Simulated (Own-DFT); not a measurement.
# How strain changes the stress of zincblende InP, 64 atoms (In32P32)

Calculated, not measured: single-point runs of Own-DFT, a retired in-house plane-wave DFT program that no person has reviewed, on unrelaxed cells, without spin or spin-orbit coupling.

All runs used: PBE; PseudoDojo norm-conserving scalar-relativistic files; cutoff 36 hartree; 3 x 3 x 3 k mesh centred on Gamma; Fermi-Dirac smearing of 0.1 eV.

Known weak points: forces on such cells moved up to 12 meV/angstrom on a denser k mesh; stress not checked against mesh or cutoff.

Unstrained cell vectors in Å: (11.737, 0.000, 0.000); (0.000, 11.737, 0.000); (0.000, 0.000, 11.737). The unstrained cell has measured lattice constants (interpolated for alloys), not those of this functional. That, the random moves and any unrelaxed bonds set the pressure at no strain. The cell is deformed uniformly in each run, and the atoms keep their fractional places. Each atom got a random Gaussian move of width 0.05 Å along each axis. Strain is the symmetric tensor, in per cent. Stress is positive in tension, and the pressure is minus a third of its trace.

| run | e_xx (%) | e_yy (%) | e_zz (%) | e_yz (%) | e_xz (%) | e_xy (%) | s_xx (GPa) | s_yy (GPa) | s_zz (GPa) | s_yz (GPa) | s_xz (GPa) | s_xy (GPa) | P (GPa) | E (meV/atom) |
|---|---|---|---|---|---|---|---|---|---|---|---|---|---|---|
| 1 | 1.08 | 1.29 | -0.17 | 0.71 | 1.08 | 1.77 | -1.93 | -1.90 | -2.45 | 0.90 | 1.19 | 2.46 | 2.10 | 1.8 |
| 2 | 0.56 | -0.97 | -0.28 | 0.55 | -1.90 | -0.66 | -3.94 | -4.48 | -4.33 | 0.71 | -2.52 | -1.02 | 4.25 | 21.4 |
| 3 | -0.69 | -0.99 | 1.96 | -1.51 | 1.77 | -0.20 | -4.01 | -4.12 | -3.03 | -2.58 | 2.88 | 0.11 | 3.72 | 26.6 |
| 4 | 1.06 | -1.86 | 0.07 | 0.23 | 0.11 | 0.15 | -3.71 | -4.81 | -3.97 | -0.50 | 0.25 | 1.11 | 4.17 | 16.5 |
| 5 | 0.19 | -1.10 | 1.44 | -1.80 | -1.38 | 0.00 | -3.50 | -3.83 | -2.96 | -2.91 | -2.24 | -0.25 | 3.43 | 17.0 |
| 6 | -0.64 | 0.40 | 0.08 | -1.36 | -0.40 | -1.23 | -4.14 | -3.83 | -3.97 | -2.01 | -0.85 | -2.09 | 3.98 | 22.8 |
| 7 | 0.43 | -1.83 | 0.52 | 0.09 | -1.25 | 0.09 | -3.97 | -4.85 | -3.95 | -0.26 | -1.82 | -0.10 | 4.25 | 13.9 |
| 8 | -0.51 | 0.29 | 0.61 | -1.03 | 1.19 | 0.42 | -3.64 | -3.32 | -3.23 | -1.22 | 1.59 | 0.42 | 3.40 | 11.7 |
| 9 | 1.83 | 1.49 | 0.52 | -0.93 | 1.16 | 1.41 | -0.95 | -0.93 | -1.44 | -1.20 | 1.45 | 1.97 | 1.11 | 0.0 |
| 10 | -1.44 | 0.36 | -1.95 | -0.83 | 1.10 | -0.14 | -6.50 | -5.70 | -6.61 | -1.71 | 1.50 | -0.64 | 6.27 | 46.9 |
| 11 | -0.95 | -1.65 | 0.62 | 1.44 | -1.70 | 1.47 | -5.55 | -5.73 | -4.87 | 2.36 | -2.75 | 2.41 | 5.38 | 31.8 |
| 12 | 1.62 | -1.31 | -0.52 | -0.60 | -0.23 | -0.88 | -3.13 | -4.27 | -3.96 | -0.76 | -0.77 | -0.83 | 3.79 | 13.0 |
| 13 | 1.37 | -1.06 | -1.85 | 1.04 | 1.52 | -1.85 | -4.56 | -5.40 | -5.77 | 2.06 | 2.98 | -3.26 | 5.25 | 44.8 |
| 14 | -1.69 | -1.31 | 1.77 | 0.72 | -0.12 | -1.43 | -5.16 | -4.96 | -3.78 | 0.37 | 0.21 | -2.41 | 4.63 | 21.6 |
| 15 | 1.66 | -0.96 | -0.23 | 0.24 | -1.61 | 0.17 | -2.55 | -3.59 | -3.36 | 0.03 | -1.87 | -0.25 | 3.17 | 1.0 |
| 16 | -0.53 | -0.57 | -0.60 | -0.94 | 0.27 | 0.51 | ? | ? | ? | ? | ? | ? | ? | ? |

The last column gives the free energy per atom over the lowest of the runs shown.

## What the rows give

Each stress component was fitted by least squares to a constant and the strains of the runs shown, as fractions, with shears doubled. Shear strains stay in the fit of a normal stress only where such slopes are resolved. The slopes, in GPa:

| stress | at no strain | per e_xx | per e_yy | per e_zz | scatter |
|---|---|---|---|---|---|
| s_xx | -3.9 | 106 ± 5 | 57 ± 5 | 67 ± 5 | 0.19 |
| s_yy | -3.8 | 67 ± 3 | 96 ± 3 | 66 ± 4 | 0.14 |
| s_zz | -3.9 | 66 ± 4 | 56 ± 4 | 104 ± 4 | 0.17 |

The slope of each shear stress on twice its own strain, from a fit on all six strains: yz 76 ± 7, xz 77 ± 4, xy 83 ± 6 GPa. These are stiffnesses along x, y and z of the frame in which the cell vectors are given, which need not be the crystal's axes. No internal relaxation is included, and where it is allowed it would reduce some of the slopes. The table should be nearly symmetric about its diagonal, and what it lacks of that shows the noise. A ninth of the table's sum, 76 ± 3 GPa, estimates the bulk modulus near the mean pressure of these runs, 3.9 GPa, so it lies above the value at zero pressure.

## The run left out

Q: what normal stresses and pressure should run 16 give?

Estimate: s_xx = -5.1, s_yy = -5.1, s_zz = -5.1 and P = 5.1 GPa. DFT gave -4.89, -4.93, -4.96 and P = 4.93 GPa.
